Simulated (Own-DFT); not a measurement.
# Which defects push the lattice out? C11b WSi2

Calculated, not measured: single-point runs of Own-DFT, a retired in-house plane-wave DFT program that no person has reviewed, on unrelaxed cells, without spin or spin-orbit coupling.

Common settings: PBE; PseudoDojo norm-conserving scalar-relativistic files; cutoff 50 hartree; 5 x 5 x 5 k mesh centred on Gamma; cold (Marzari-Vanderbilt) smearing of 0.2 eV.

Known weak points: forces on such cells failed a check on a denser k mesh; stress not checked against mesh or cutoff.

All runs share one cell, with vectors in Å (-2.148, -5.953, 3.409); (-6.444, 2.976, 1.136); (-2.553, -2.948, -6.757) and a volume of 403.2 Å³. u is the rms random offset of the atoms per axis. The defect's site can differ from row to row.

```
cell,formula,u (Å),P (GPa)
no defect,Si20W10,0.0171,4.22
no defect,Si20W10,0.0207,4.53
no defect,Si20W10,0.0502,6.57
one Si vacancy,Si19W10,0.0306,?
one Si vacancy,Si19W10,0.0319,3.63
one Si vacancy,Si19W10,0.0482,3.85
one Si vacancy,Si19W10,0.0515,4.78
one W vacancy,Si20W9,0.0282,3.59
one W vacancy,Si20W9,0.0453,4.24
one W vacancy,Si20W9,0.0484,4.11
one Si on a W site,Si21W9,0.0319,6.38
one Si on a W site,Si21W9,0.0452,7.18
one Si on a W site,Si21W9,0.0453,7.71
one W on a Si site,Si19W11,0.0311,10.09
one W on a Si site,Si19W11,0.0337,10.07
one W on a Si site,Si19W11,0.0524,11.13
```

## Worked fit

P = P0 + c u² + a shift for each defect gives P0 = 4.30 GPa, c = 751 ± 116 GPa/Å² and a scatter of 0.34 GPa. The shifts, and each times the cell's volume:

- one W on a Si site: 4.92 ± 0.28 GPa, 12.4 eV
- one Si on a W site: 1.52 ± 0.29 GPa, 3.8 eV
- one W vacancy: -1.62 ± 0.29 GPa, -4.1 eV
- one Si vacancy: -1.71 ± 0.30 GPa, -4.3 eV

Positive is outwards. The product with the volume (160.2 GPa Å³ to the eV) is nearly free of the cell's size; divided by the bulk modulus at the cell's pressure it gives the volume that the defect adds. The atoms around the defects weren't relaxed, which would change these numbers.

## Check

Asked: what pressure belongs in the blank (one Si vacancy, u = 0.0306 Å)?

The fit gives 3.29 ± 0.41 GPa. The hidden result is 3.17 GPa.
